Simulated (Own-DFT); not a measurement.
# Computed records: Si7Ge (layered order of Si and Ge on the diamond lattice, atoms displaced)

Computed with Own-DFT development build. A calculation, not a measurement: plane-wave density functional theory by an unreviewed code, no spin, of a simulated periodic cell, stress positive in tension, run twice, with PBE and with PBEsol, both on files made for PBE, so the change isn't that of files made for PBEsol, forces on such cells passed a denser k mesh, this cell's mesh not checked; the far tail of each file's local potential was reset to the Coulomb form; each entry is a single point on an unrelaxed cell, so the pressure reflects the starting lattice, mostly measured values (interpolated for alloys), from which strain is counted, and rises with the displacements; printed positions are rounded, which can move forces by about a meV/angstrom; the program, named Own-DFT, is a retired in-house code; no spin-orbit coupling; stress was not checked against mesh or cutoff.

Common to all runs: functional PBE, then PBEsol; potential files PseudoDojo norm-conserving, scalar-relativistic, standard set; wave cutoff 42 hartree; occupations Fermi-Dirac; smearing width 0.1 eV; k mesh 3 x 3 x 3 centred on Gamma.

```json
{"entry": 1, "formula": "Si7Ge", "kind": "layered order of Si and Ge on the diamond lattice, atoms displaced", "structure": {"cell_angstrom": [[10.9187, 0.0, 0.0], [0.0, 10.9187, 0.0], [0.0, 0.0, 10.9187]], "atoms_fractional": [["Ge", 0.00288, 0.99702, 0.00405], ["Si", 0.99856, 0.24729, 0.24817], ["Si", 0.24943, 0.00481, 0.24358], ["Ge", 0.2477, 0.25153, 0.9987], ["Si", 0.12726, 0.12948, 0.12284], ["Si", 0.12303, 0.37535, 0.37914], ["Si", 0.37428, 0.13138, 0.37443], ["Si", 0.37211, 0.376, 0.12566], ["Si", 0.00243, 0.99799, 0.49849], ["Si", 0.00258, 0.24967, 0.75106], ["Si", 0.24775, 0.99944, 0.74826], ["Si", 0.25012, 0.25056, 0.501], ["Si", 0.12401, 0.11579, 0.62203], ["Si", 0.12528, 0.37341, 0.87338], ["Si", 0.37407, 0.12926, 0.87115], ["Si", 0.37184, 0.37471, 0.62637], ["Ge", 0.99861, 0.49619, 0.99689], ["Si", 0.99942, 0.74874, 0.25252], ["Si", 0.25209, 0.4988, 0.25034], ["Ge", 0.2492, 0.75218, 0.9972], ["Si", 0.12357, 0.62525, 0.12826], ["Si", 0.12782, 0.87495, 0.3737], ["Si", 0.37529, 0.62818, 0.37295], ["Si", 0.37243, 0.87648, 0.12425], ["Si", 0.99806, 0.50049, 0.50462], ["Si", 0.00171, 0.75264, 0.7493], ["Si", 0.24777, 0.49493, 0.74997], ["Si", 0.24896, 0.75698, 0.50305], ["Si", 0.1279, 0.6235, 0.6266], ["Si", 0.1306, 0.87073, 0.8764], ["Si", 0.37511, 0.62333, 0.878], ["Si", 0.37496, 0.87636, 0.6248], ["Ge", 0.49934, 0.99829, 0.99872], ["Si", 0.49718, 0.24881, 0.25251], ["Si", 0.75101, 0.00221, 0.24765], ["Ge", 0.74694, 0.24614, 0.00215], ["Si", 0.62695, 0.12519, 0.12454], ["Si", 0.62492, 0.37727, 0.37087], ["Si", 0.8781, 0.12485, 0.37276], ["Si", 0.87413, 0.3739, 0.1274], ["Si", 0.50232, 0.00024, 0.499], ["Si", 0.50015, 0.25452, 0.755], ["Si", 0.75041, 0.00242, 0.75098], ["Si", 0.75154, 0.25002, 0.50403], ["Si", 0.62475, 0.12228, 0.62892], ["Si", 0.62439, 0.36956, 0.87599], ["Si", 0.87695, 0.12688, 0.87743], ["Si", 0.87705, 0.37232, 0.61935], ["Ge", 0.50137, 0.50449, 0.00042], ["Si", 0.50449, 0.74644, 0.25128], ["Si", 0.75007, 0.49982, 0.25328], ["Ge", 0.75488, 0.74982, 0.00108], ["Si", 0.62506, 0.62382, 0.12392], ["Si", 0.6203, 0.87337, 0.37811], ["Si", 0.87764, 0.62406, 0.37849], ["Si", 0.87331, 0.87304, 0.12266], ["Si", 0.49469, 0.4981, 0.49785], ["Si", 0.5025, 0.75106, 0.74933], ["Si", 0.74834, 0.50319, 0.74211], ["Si", 0.74797, 0.75303, 0.50541], ["Si", 0.62332, 0.62638, 0.62006], ["Si", 0.62775, 0.86992, 0.87505], ["Si", 0.87619, 0.62794, 0.8697], ["Si", 0.87857, 0.8711, 0.62246]]}, "results": {"PBE_pressure [GPa]": 2.24, "PBE_stress_xx [GPa]": -2.29, "PBE_stress_yy [GPa]": -2.2, "PBE_stress_zz [GPa]": -2.23, "PBE_stress_yz [GPa]": 0.16, "PBE_stress_xz [GPa]": -0.3, "PBE_stress_xy [GPa]": -0.3, "PBEsol_pressure [GPa]": 0.73, "PBEsol_stress_xx [GPa]": -0.78, "PBEsol_stress_yy [GPa]": -0.7, "PBEsol_stress_zz [GPa]": -0.72, "PBEsol_stress_yz [GPa]": 0.16, "PBEsol_stress_xz [GPa]": -0.3, "PBEsol_stress_xy [GPa]": -0.31, "force_element": ["Ge", "Si", "Si", "Ge", "Si", "Si", "Si", "Si", "Si", "Si", "Si", "Si", "Si", "Si", "Si", "Si", "Ge", "Si", "Si", "Ge", "Si", "Si", "Si", "Si", "Si", "Si", "Si", "Si", "Si", "Si", "Si", "Si", "Ge", "Si", "Si", "Ge", "Si", "Si", "Si", "Si", "Si", "Si", "Si", "Si", "Si", "Si", "Si", "Si", "Ge", "Si", "Si", "Ge", "Si", "Si", "Si", "Si", "Si", "Si", "Si", "Si", "Si", "Si", "Si", "Si"], "PBE_force_x [eV/angstrom]": [0.069, 0.479, 0.213, 0.56, -0.551, 0.004, -0.108, 0.574, -0.496, -0.204, 0.474, -0.415, 0.103, -0.204, -0.09, 0.458, -0.039, -0.068, -0.547, 0.383, 0.107, -0.16, -0.382, 0.541, 0.573, 0.388, 0.411, 0.263, -0.257, -0.971, -0.151, 0.387, 0.112, 0.566, -0.204, 0.671, -0.954, -0.192, -0.437, -0.224, -0.709, -0.238, 0.522, -0.516, -0.14, 0.513, 0.081, -0.098, -0.131, -0.635, 0.294, -0.558, 0.715, 0.978, -0.63, 0.481, 0.337, -0.461, 0.167, 0.282, -0.489, -0.031, -0.108, -0.31], "PBE_force_y [eV/angstrom]": [0.193, 0.536, -0.17, 0.097, -0.364, 0.035, -1.022, -0.09, -0.284, -0.344, -0.074, -0.276, 1.18, 0.064, -0.615, -0.14, 0.573, 0.217, 0.259, -0.951, -0.264, 0.381, -0.121, -0.33, 0.098, -0.342, 0.705, -0.954, 0.322, 0.995, 0.259, 0.236, 0.232, 0.446, -0.585, 0.578, -0.369, -0.569, -0.152, 0.021, 0.421, -0.552, -0.658, -0.384, 0.596, 1.355, -0.397, 0.235, -1.075, 0.535, 0.353, -0.579, 0.218, 0.311, 0.318, 0.337, 0.251, -0.412, -0.651, -0.38, -0.316, 0.677, -0.557, 0.941], "PBE_force_z [eV/angstrom]": [-0.562, 0.265, 0.852, -0.146, 0.574, -0.479, 0.254, 0.265, -0.492, -0.556, 0.35, 0.195, 0.322, -0.387, -0.057, -0.039, 0.269, -0.139, 0.339, 0.995, -0.107, -0.343, 0.435, 0.679, -0.408, 0.031, 0.298, -0.399, -0.06, -1.041, -1.31, 0.258, -0.229, -0.778, 0.474, -0.139, 0.831, 0.855, 0.492, 0.18, 0.14, -1.017, 0.126, -0.916, -0.192, -0.389, -0.521, 1.159, -0.012, -0.44, -0.422, -0.353, 0.78, -0.524, 0.092, 1.359, -0.036, 0.006, 0.603, -0.922, 0.216, -0.442, -0.289, 0.456], "PBEsol_force_x [eV/angstrom]": [0.068, 0.479, 0.209, 0.546, -0.54, -0.002, -0.114, 0.571, -0.498, -0.197, 0.467, -0.415, 0.1, -0.199, -0.099, 0.456, -0.038, -0.073, -0.541, 0.375, 0.108, -0.151, -0.385, 0.54, 0.568, 0.39, 0.408, 0.254, -0.249, -0.944, -0.147, 0.391, 0.109, 0.562, -0.202, 0.655, -0.94, -0.188, -0.434, -0.222, -0.705, -0.235, 0.522, -0.522, -0.149, 0.53, 0.077, -0.091, -0.13, -0.624, 0.295, -0.546, 0.704, 0.969, -0.625, 0.473, 0.328, -0.46, 0.163, 0.279, -0.494, -0.019, -0.113, -0.304], "PBEsol_force_y [eV/angstrom]": [0.189, 0.53, -0.163, 0.096, -0.349, 0.036, -1.019, -0.098, -0.285, -0.34, -0.074, -0.272, 1.17, 0.061, -0.61, -0.143, 0.558, 0.223, 0.253, -0.928, -0.263, 0.377, -0.111, -0.337, 0.106, -0.33, 0.699, -0.943, 0.318, 0.969, 0.254, 0.235, 0.228, 0.441, -0.582, 0.564, -0.352, -0.566, -0.15, 0.023, 0.424, -0.541, -0.654, -0.385, 0.591, 1.342, -0.389, 0.227, -1.05, 0.531, 0.36, -0.566, 0.206, 0.306, 0.315, 0.325, 0.241, -0.408, -0.646, -0.372, -0.316, 0.664, -0.551, 0.932], "PBEsol_force_z [eV/angstrom]": [-0.547, 0.254, 0.84, -0.143, 0.46, -0.478, 0.255, 0.163, -0.491, -0.551, 0.36, 0.2, 0.316, -0.274, 0.035, -0.036, 0.262, -0.141, 0.337, 0.975, -0.198, -0.352, 0.431, 0.577, -0.396, 0.035, 0.305, -0.388, -0.061, -0.924, -1.2, 0.26, -0.224, -0.782, 0.467, -0.134, 0.719, 0.844, 0.49, 0.083, 0.136, -1.009, 0.133, -0.908, -0.186, -0.284, -0.417, 1.154, -0.011, -0.449, -0.422, -0.345, 0.666, -0.523, 0.093, 1.239, -0.036, 0.011, 0.602, -0.913, 0.204, -0.34, -0.193, 0.452], "rms_change_of_force_components_from_PBE_to_PBEsol [eV/angstrom]": 0.032}}
{"entry": 2, "formula": "Si7Ge", "kind": "layered order of Si and Ge on the diamond lattice, atoms displaced", "structure": {"cell_angstrom": [[10.9187, 0.0, 0.0], [0.0, 10.9187, 0.0], [0.0, 0.0, 10.9187]], "atoms_fractional": [["Ge", 0.00125, 0.00062, 0.0018], ["Si", 0.00035, 0.24906, 0.24867], ["Si", 0.24926, 0.00445, 0.24752], ["Ge", 0.25661, 0.24607, 0.00063], ["Si", 0.12234, 0.11898, 0.12233], ["Si", 0.12181, 0.37587, 0.37522], ["Si", 0.37624, 0.12205, 0.37504], ["Si", 0.38086, 0.37238, 0.1203], ["Si", 0.99595, 0.00037, 0.4983], ["Si", 0.00239, 0.25183, 0.74809], ["Si", 0.24828, 0.99712, 0.75042], ["Si", 0.25485, 0.24589, 0.49925], ["Si", 0.1248, 0.1278, 0.62715], ["Si", 0.128, 0.37623, 0.87564], ["Si", 0.37714, 0.12642, 0.8691], ["Si", 0.37416, 0.37536, 0.62458], ["Ge", 0.99723, 0.4991, 0.99785], ["Si", 0.00086, 0.74417, 0.25189], ["Si", 0.2481, 0.49862, 0.24515], ["Ge", 0.25433, 0.74513, 0.99924], ["Si", 0.12505, 0.6246, 0.12767], ["Si", 0.12942, 0.8716, 0.3807], ["Si", 0.37595, 0.62352, 0.37667], ["Si", 0.37319, 0.87604, 0.12887], ["Si", 0.00491, 0.4991, 0.50441], ["Si", 0.00274, 0.7489, 0.74355], ["Si", 0.2498, 0.50177, 0.74929], ["Si", 0.25003, 0.74725, 0.50071], ["Si", 0.12726, 0.62903, 0.62479], ["Si", 0.12011, 0.87433, 0.8745], ["Si", 0.3729, 0.62322, 0.87592], ["Si", 0.37592, 0.8769, 0.62922], ["Ge", 0.49933, 0.9997, 0.00395], ["Si", 0.50178, 0.24929, 0.25215], ["Si", 0.74757, 5e-05, 0.2477], ["Ge", 0.75037, 0.2528, 0.99857], ["Si", 0.62666, 0.12691, 0.12308], ["Si", 0.62631, 0.37217, 0.37515], ["Si", 0.87829, 0.12399, 0.37367], ["Si", 0.87819, 0.3731, 0.12454], ["Si", 0.50239, 0.00056, 0.49993], ["Si", 0.50333, 0.25045, 0.75286], ["Si", 0.75143, 0.99777, 0.74777], ["Si", 0.75352, 0.24986, 0.50369], ["Si", 0.62437, 0.12405, 0.62306], ["Si", 0.6256, 0.37653, 0.87397], ["Si", 0.87764, 0.12732, 0.87946], ["Si", 0.8747, 0.37477, 0.63141], ["Ge", 0.50291, 0.50273, 0.00171], ["Si", 0.50373, 0.74902, 0.24899], ["Si", 0.7471, 0.49988, 0.24758], ["Ge", 0.75119, 0.75202, 0.0027], ["Si", 0.62202, 0.62302, 0.12747], ["Si", 0.62733, 0.87736, 0.37884], ["Si", 0.8752, 0.62046, 0.37173], ["Si", 0.8739, 0.86936, 0.12516], ["Si", 0.50101, 0.49619, 0.50278], ["Si", 0.49927, 0.75121, 0.75047], ["Si", 0.7526, 0.50267, 0.75101], ["Si", 0.74967, 0.74763, 0.49767], ["Si", 0.62246, 0.62565, 0.62761], ["Si", 0.62218, 0.87418, 0.87938], ["Si", 0.87837, 0.62515, 0.8751], ["Si", 0.8789, 0.87789, 0.62441]]}, "results": {"PBE_pressure [GPa]": 2.18, "PBE_stress_xx [GPa]": -2.18, "PBE_stress_yy [GPa]": -2.2, "PBE_stress_zz [GPa]": -2.17, "PBE_stress_yz [GPa]": -0.28, "PBE_stress_xz [GPa]": 0.01, "PBE_stress_xy [GPa]": 0.29, "PBEsol_pressure [GPa]": 0.68, "PBEsol_stress_xx [GPa]": -0.68, "PBEsol_stress_yy [GPa]": -0.69, "PBEsol_stress_zz [GPa]": -0.66, "PBEsol_stress_yz [GPa]": -0.28, "PBEsol_stress_xz [GPa]": 0.01, "PBEsol_stress_xy [GPa]": 0.3, "force_element": ["Ge", "Si", "Si", "Ge", "Si", "Si", "Si", "Si", "Si", "Si", "Si", "Si", "Si", "Si", "Si", "Si", "Ge", "Si", "Si", "Ge", "Si", "Si", "Si", "Si", "Si", "Si", "Si", "Si", "Si", "Si", "Si", "Si", "Ge", "Si", "Si", "Ge", "Si", "Si", "Si", "Si", "Si", "Si", "Si", "Si", "Si", "Si", "Si", "Si", "Ge", "Si", "Si", "Ge", "Si", "Si", "Si", "Si", "Si", "Si", "Si", "Si", "Si", "Si", "Si", "Si"], "PBE_force_x [eV/angstrom]": [-0.826, 0.234, -0.155, -0.749, 0.676, 0.811, 0.164, -0.359, 1.116, -0.041, -0.145, -0.676, 0.108, 0.016, -0.034, 0.168, 0.758, 0.117, 0.577, -0.906, -0.12, -0.633, 0.046, 0.177, -0.803, -0.478, -0.029, 0.865, 0.127, 0.745, 0.716, -0.111, -0.283, -0.077, 0.479, 0.036, -0.14, 0.201, -0.716, -0.582, -0.475, -0.189, -0.165, -0.041, 0.361, 0.209, -0.192, 0.216, -0.303, -0.547, 0.391, -0.448, 0.766, -0.117, -0.034, 0.608, 0.045, -0.076, -0.374, 0.391, 0.349, 0.414, -0.381, -0.677], "PBE_force_y [eV/angstrom]": [-0.828, -0.121, -0.802, 0.054, 1.243, -0.425, 0.155, 0.218, 0.072, -0.079, 0.456, 0.504, -0.602, -0.294, -0.729, -0.319, 0.055, 0.753, -0.318, 0.902, -0.15, 0.56, -0.232, -0.349, 0.073, 0.316, -0.178, 0.354, -0.672, -0.413, -0.109, -0.236, 0.298, -0.128, -0.025, -0.058, 0.005, 0.204, 0.172, 0.257, -0.252, 0.183, 0.277, -0.09, 0.224, 0.3, -0.208, 0.267, -0.356, 0.459, -0.532, -0.868, 0.531, -0.376, -0.089, 0.781, 0.304, -0.178, 0.027, 0.104, -0.078, 0.156, 0.527, -0.7], "PBE_force_z [eV/angstrom]": [-0.279, 0.07, 0.691, -0.253, 0.861, -0.062, -0.214, 1.272, 0.188, 0.855, 0.134, -0.02, -0.586, -0.403, 0.051, 0.321, 0.387, 0.139, 0.534, 0.377, -0.285, -0.801, -0.396, 0.209, -0.148, 0.747, -0.007, 0.217, -0.05, -0.315, -0.956, -0.71, -0.378, -0.239, 0.202, 0.143, 0.67, 0.298, -0.194, 0.588, 0.166, -0.742, 0.711, -0.411, 0.397, -0.362, -1.342, -0.635, -0.634, 0.738, 0.178, -0.518, 0.173, -0.583, 0.621, 1.098, -0.313, 0.468, 0.1, 0.426, -0.322, -0.947, -0.698, -0.23], "PBEsol_force_x [eV/angstrom]": [-0.808, 0.239, -0.16, -0.73, 0.648, 0.8, 0.166, -0.352, 1.108, -0.041, -0.15, -0.666, 0.106, 0.012, -0.043, 0.159, 0.74, 0.118, 0.579, -0.884, -0.118, -0.623, 0.046, 0.177, -0.794, -0.477, -0.031, 0.867, 0.129, 0.724, 0.706, -0.11, -0.276, -0.08, 0.473, 0.036, -0.141, 0.203, -0.715, -0.577, -0.475, -0.181, -0.165, -0.033, 0.353, 0.209, -0.192, 0.209, -0.297, -0.537, 0.385, -0.438, 0.749, -0.115, -0.033, 0.592, 0.052, -0.077, -0.371, 0.393, 0.341, 0.408, -0.365, -0.671], "PBEsol_force_y [eV/angstrom]": [-0.809, -0.123, -0.785, 0.051, 1.22, -0.42, 0.145, 0.22, 0.074, -0.078, 0.447, 0.497, -0.598, -0.29, -0.72, -0.319, 0.053, 0.753, -0.322, 0.88, -0.142, 0.557, -0.232, -0.348, 0.074, 0.308, -0.175, 0.347, -0.665, -0.401, -0.101, -0.23, 0.292, -0.13, -0.025, -0.056, 0.011, 0.201, 0.173, 0.26, -0.252, 0.186, 0.273, -0.09, 0.224, 0.3, -0.205, 0.268, -0.349, 0.46, -0.53, -0.85, 0.516, -0.369, -0.099, 0.762, 0.299, -0.178, 0.031, 0.096, -0.076, 0.16, 0.519, -0.694], "PBEsol_force_z [eV/angstrom]": [-0.273, 0.06, 0.68, -0.248, 0.744, -0.06, -0.216, 1.156, 0.182, 0.853, 0.141, -0.025, -0.579, -0.3, 0.142, 0.326, 0.378, 0.137, 0.519, 0.369, -0.38, -0.794, -0.396, 0.116, -0.136, 0.74, -0.009, 0.218, -0.046, -0.214, -0.842, -0.705, -0.369, -0.24, 0.189, 0.14, 0.559, 0.295, -0.198, 0.484, 0.164, -0.732, 0.71, -0.406, 0.394, -0.258, -1.229, -0.623, -0.621, 0.724, 0.163, -0.507, 0.066, -0.575, 0.615, 0.99, -0.312, 0.47, 0.103, 0.422, -0.315, -0.833, -0.588, -0.225], "rms_change_of_force_components_from_PBE_to_PBEsol [eV/angstrom]": 0.032}}
{"entry": 3, "formula": "Si7Ge", "kind": "layered order of Si and Ge on the diamond lattice, atoms displaced", "structure": {"cell_angstrom": [[10.9187, 0.0, 0.0], [0.0, 10.9187, 0.0], [0.0, 0.0, 10.9187]], "atoms_fractional": [["Ge", 0.00232, 0.00278, 0.99954], ["Si", 0.9982, 0.24917, 0.24579], ["Si", 0.25139, 0.9982, 0.25453], ["Ge", 0.24504, 0.25239, 0.99867], ["Si", 0.12404, 0.12506, 0.12029], ["Si", 0.12568, 0.37555, 0.37455], ["Si", 0.37108, 0.12738, 0.37229], ["Si", 0.37426, 0.37341, 0.1202], ["Si", 0.99989, 0.00404, 0.50211], ["Si", 0.99866, 0.25287, 0.75191], ["Si", 0.25252, 0.99929, 0.75498], ["Si", 0.24613, 0.24836, 0.50131], ["Si", 0.12492, 0.13021, 0.62675], ["Si", 0.12399, 0.37375, 0.87749], ["Si", 0.37272, 0.12637, 0.87451], ["Si", 0.37997, 0.37616, 0.62558], ["Ge", 0.00011, 0.50249, 0.9963], ["Si", 0.0021, 0.75382, 0.2503], ["Si", 0.25353, 0.49877, 0.24965], ["Ge", 0.24656, 0.74996, 0.9993], ["Si", 0.12723, 0.62931, 0.12427], ["Si", 0.1205, 0.87451, 0.37678], ["Si", 0.3715, 0.62229, 0.37117], ["Si", 0.3785, 0.8752, 0.12686], ["Si", 0.99852, 0.49893, 0.50513], ["Si", 0.00098, 0.74894, 0.74506], ["Si", 0.2569, 0.50022, 0.75614], ["Si", 0.249, 0.74731, 0.50412], ["Si", 0.12494, 0.62649, 0.62419], ["Si", 0.12154, 0.87057, 0.87945], ["Si", 0.37292, 0.6246, 0.86825], ["Si", 0.37812, 0.87485, 0.62497], ["Ge", 0.49902, 0.99768, 0.99917], ["Si", 0.50861, 0.25144, 0.25076], ["Si", 0.75126, 0.00304, 0.25007], ["Ge", 0.74913, 0.24926, 0.00179], ["Si", 0.61907, 0.12777, 0.12224], ["Si", 0.62565, 0.38048, 0.37354], ["Si", 0.87727, 0.12077, 0.37003], ["Si", 0.87621, 0.37652, 0.12806], ["Si", 0.49844, 0.00185, 0.50367], ["Si", 0.49953, 0.24779, 0.75188], ["Si", 0.7477, 0.9994, 0.74728], ["Si", 0.75035, 0.24998, 0.49517], ["Si", 0.62344, 0.12061, 0.63023], ["Si", 0.62549, 0.37303, 0.87284], ["Si", 0.87687, 0.12406, 0.87662], ["Si", 0.87359, 0.37271, 0.62445], ["Ge", 0.50665, 0.50102, 0.99949], ["Si", 0.50424, 0.751, 0.24823], ["Si", 0.75395, 0.49928, 0.24788], ["Ge", 0.7425, 0.74753, 0.00489], ["Si", 0.62594, 0.61704, 0.12589], ["Si", 0.62771, 0.87771, 0.3822], ["Si", 0.87854, 0.62015, 0.37722], ["Si", 0.87586, 0.8766, 0.12544], ["Si", 0.49894, 0.49829, 0.4993], ["Si", 0.49736, 0.74146, 0.74993], ["Si", 0.75156, 0.49875, 0.75051], ["Si", 0.75297, 0.75144, 0.4987], ["Si", 0.62204, 0.62239, 0.62618], ["Si", 0.6249, 0.87368, 0.87424], ["Si", 0.87519, 0.62439, 0.87404], ["Si", 0.87051, 0.87304, 0.63028]]}, "results": {"PBE_pressure [GPa]": 2.28, "PBE_stress_xx [GPa]": -2.26, "PBE_stress_yy [GPa]": -2.33, "PBE_stress_zz [GPa]": -2.26, "PBE_stress_yz [GPa]": -0.24, "PBE_stress_xz [GPa]": -0.19, "PBE_stress_xy [GPa]": -0.21, "PBEsol_pressure [GPa]": 0.77, "PBEsol_stress_xx [GPa]": -0.75, "PBEsol_stress_yy [GPa]": -0.82, "PBEsol_stress_zz [GPa]": -0.75, "PBEsol_stress_yz [GPa]": -0.25, "PBEsol_stress_xz [GPa]": -0.19, "PBEsol_stress_xy [GPa]": -0.21, "force_element": ["Ge", "Si", "Si", "Ge", "Si", "Si", "Si", "Si", "Si", "Si", "Si", "Si", "Si", "Si", "Si", "Si", "Ge", "Si", "Si", "Ge", "Si", "Si", "Si", "Si", "Si", "Si", "Si", "Si", "Si", "Si", "Si", "Si", "Ge", "Si", "Si", "Ge", "Si", "Si", "Si", "Si", "Si", "Si", "Si", "Si", "Si", "Si", "Si", "Si", "Ge", "Si", "Si", "Ge", "Si", "Si", "Si", "Si", "Si", "Si", "Si", "Si", "Si", "Si", "Si", "Si"], "PBE_force_x [eV/angstrom]": [-0.462, 0.524, -0.492, 0.63, 0.51, -0.327, 0.791, 0.623, -0.218, 0.006, -0.648, 0.67, -0.038, 0.002, 0.146, -0.663, 0.087, -0.431, -0.634, 1.173, -0.352, 0.674, 0.669, -0.585, 0.468, -0.251, -1.333, 0.241, 0.341, 0.093, 0.514, -0.414, -0.139, -1.417, -0.685, 0.259, 0.832, 0.336, -0.049, 0.051, -0.144, 0.055, 0.389, -0.161, 0.105, 0.237, -0.505, -0.153, -1.239, -0.014, -0.096, 1.05, 0.018, -0.215, -0.127, -0.325, -0.013, 0.447, -0.238, -0.266, 0.691, -0.28, -0.37, 0.65], "PBE_force_y [eV/angstrom]": [-0.674, 0.008, -0.008, -0.511, -0.056, -0.066, 0.139, 0.134, -0.475, -0.218, -0.288, 0.664, -0.771, 0.617, -0.012, -0.517, -0.058, -0.615, -0.167, 0.043, -0.782, 0.188, 0.666, -0.238, -0.249, 0.076, -0.743, 0.494, -0.781, 0.573, 0.257, -0.283, 0.357, 0.203, -0.394, 0.213, -0.674, -0.327, 0.74, -0.162, 0.098, 0.146, -0.091, -0.439, 0.905, 0.007, 0.13, 0.017, -0.375, -0.321, 0.14, 0.235, 0.83, 0.067, 0.746, -0.104, 0.485, 1.256, -0.03, -0.697, 0.038, -0.283, 0.573, 0.364], "PBE_force_z [eV/angstrom]": [-0.043, 0.468, -0.695, 0.099, 1.486, -0.019, 0.477, 0.959, 0.299, -0.09, -0.552, -0.119, 0.476, -1.105, -0.008, -0.023, 0.785, -0.049, -0.552, 0.066, 0.907, 0.511, 0.559, 0.326, -0.366, 0.803, -1.191, -0.777, 0.507, -1.362, 1.453, 0.355, -0.24, -0.057, -0.372, -0.117, 0.693, 0.188, 0.517, -0.419, -0.535, -0.129, 0.987, 0.302, -0.851, -0.366, -0.843, 0.066, -0.671, 0.606, 0.573, -0.462, 1.065, -0.808, -0.339, 0.354, -0.235, -0.247, -0.205, 0.397, -0.452, -0.645, -0.516, -0.822], "PBEsol_force_x [eV/angstrom]": [-0.45, 0.523, -0.495, 0.614, 0.506, -0.328, 0.787, 0.613, -0.217, 0.004, -0.647, 0.667, -0.037, 0.006, 0.144, -0.658, 0.087, -0.431, -0.631, 1.146, -0.339, 0.665, 0.663, -0.578, 0.465, -0.243, -1.33, 0.247, 0.342, 0.092, 0.506, -0.407, -0.134, -1.397, -0.691, 0.253, 0.823, 0.334, -0.042, 0.051, -0.148, 0.052, 0.388, -0.164, 0.106, 0.232, -0.498, -0.159, -1.207, 0.001, -0.092, 1.025, 0.005, -0.217, -0.122, -0.32, -0.016, 0.448, -0.233, -0.256, 0.688, -0.28, -0.358, 0.642], "PBEsol_force_y [eV/angstrom]": [-0.658, 0.006, -0.015, -0.5, -0.063, -0.061, 0.148, 0.121, -0.469, -0.212, -0.294, 0.659, -0.767, 0.608, -0.005, -0.512, -0.057, -0.612, -0.173, 0.043, -0.767, 0.186, 0.669, -0.227, -0.251, 0.075, -0.749, 0.491, -0.783, 0.563, 0.266, -0.28, 0.351, 0.207, -0.389, 0.209, -0.678, -0.309, 0.73, -0.16, 0.109, 0.144, -0.084, -0.442, 0.901, 0.009, 0.121, 0.01, -0.367, -0.316, 0.142, 0.229, 0.813, 0.073, 0.734, -0.1, 0.486, 1.247, -0.027, -0.697, 0.036, -0.282, 0.566, 0.359], "PBEsol_force_z [eV/angstrom]": [-0.041, 0.459, -0.693, 0.095, 1.368, -0.025, 0.464, 0.851, 0.307, -0.079, -0.541, -0.114, 0.483, -0.991, 0.091, -0.021, 0.769, -0.056, -0.559, 0.063, 0.8, 0.51, 0.55, 0.224, -0.353, 0.796, -1.178, -0.769, 0.507, -1.244, 1.541, 0.354, -0.234, -0.052, -0.383, -0.113, 0.576, 0.185, 0.51, -0.515, -0.537, -0.121, 0.987, 0.292, -0.841, -0.266, -0.736, 0.064, -0.658, 0.595, 0.562, -0.452, 0.947, -0.797, -0.339, 0.255, -0.236, -0.238, -0.197, 0.389, -0.449, -0.546, -0.413, -0.81], "rms_change_of_force_components_from_PBE_to_PBEsol [eV/angstrom]": 0.032}}
```
